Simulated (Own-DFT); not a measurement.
# Response to strain: wurtzite AlN, 72 atoms (Al36N36)

All numbers below are calculated, not measured. They come from Own-DFT, an in-house plane-wave density functional program, since retired, whose code no person has reviewed. Each row is one single-point run on a periodic cell that was not relaxed, without spin or spin-orbit coupling.

Settings of every run: PBE; PseudoDojo norm-conserving scalar-relativistic files; cutoff 42 hartree; 4 x 4 x 3 k mesh centred on Gamma; Gaussian smearing of 0.01 eV.

Known limits: k mesh not checked against a denser one; stress not checked against mesh or cutoff.

Unstrained cell vectors in Å: (9.336, 0.000, 0.000); (-4.668, 8.085, 0.000); (0.000, 0.000, 9.964). The unstrained cell has measured lattice constants (interpolated for alloys), not those of this functional. That, the random moves and any unrelaxed bonds set the pressure at no strain. Each run strains this cell uniformly, with the atoms carried along. Every atom was also moved at random, by a Gaussian of width 0.05 Å on each axis. Strain is the symmetric tensor, in per cent. Stress is positive in tension, and the pressure is minus a third of its trace.

| run | e_xx (%) | e_yy (%) | e_zz (%) | s_xx (GPa) | s_yy (GPa) | s_zz (GPa) | P (GPa) | E (meV/atom) |
|---|---|---|---|---|---|---|---|---|
| 1 | 0.00 | 0.00 | 2.50 | -4.91 | -4.47 | 4.92 | 1.48 | 28.1 |
| 2 | 0.00 | 0.00 | 1.25 | -4.35 | -3.91 | -0.68 | 2.98 | 0.0 |
| 3 | 0.00 | 0.00 | 1.75 | -4.92 | -4.48 | 2.26 | 2.38 | 11.9 |
| 4 | 0.00 | 0.00 | -1.75 | -8.05 | -5.46 | -15.09 | 9.53 | 16.1 |
| 5 | 0.00 | 0.00 | -2.00 | -6.51 | -7.74 | -16.12 | 10.13 | 28.6 |
| 6 | 0.00 | 0.00 | -1.00 | -5.41 | -8.40 | -9.08 | 7.63 | 16.0 |
| 7 | 0.00 | 0.00 | -0.75 | -6.00 | -6.87 | -8.11 | 6.99 | 6.9 |
| 8 | 0.00 | 0.00 | 1.00 | -4.28 | -3.99 | -2.95 | 3.74 | 11.1 |
| 9 | 0.00 | 0.00 | -1.25 | ? | ? | ? | ? | ? |

E is the free energy for each atom above the lowest run shown.

## Worked fit

The change of volume is close to e_xx + e_yy + e_zz. A straight line through the runs shown gives P = 5.85 - 197 x (fractional change of volume) GPa, with an error of 8 on the slope and a scatter of 0.37 GPa. The strain isn't the same on all axes and the cell isn't cubic, so the slope belongs to this path and is not the bulk modulus.

## Withheld run

Question: what pressure should run 9 give? Its volume changes by -1.25 %.

The line gives 8.3 GPa. The calculation gave 8.12 GPa.
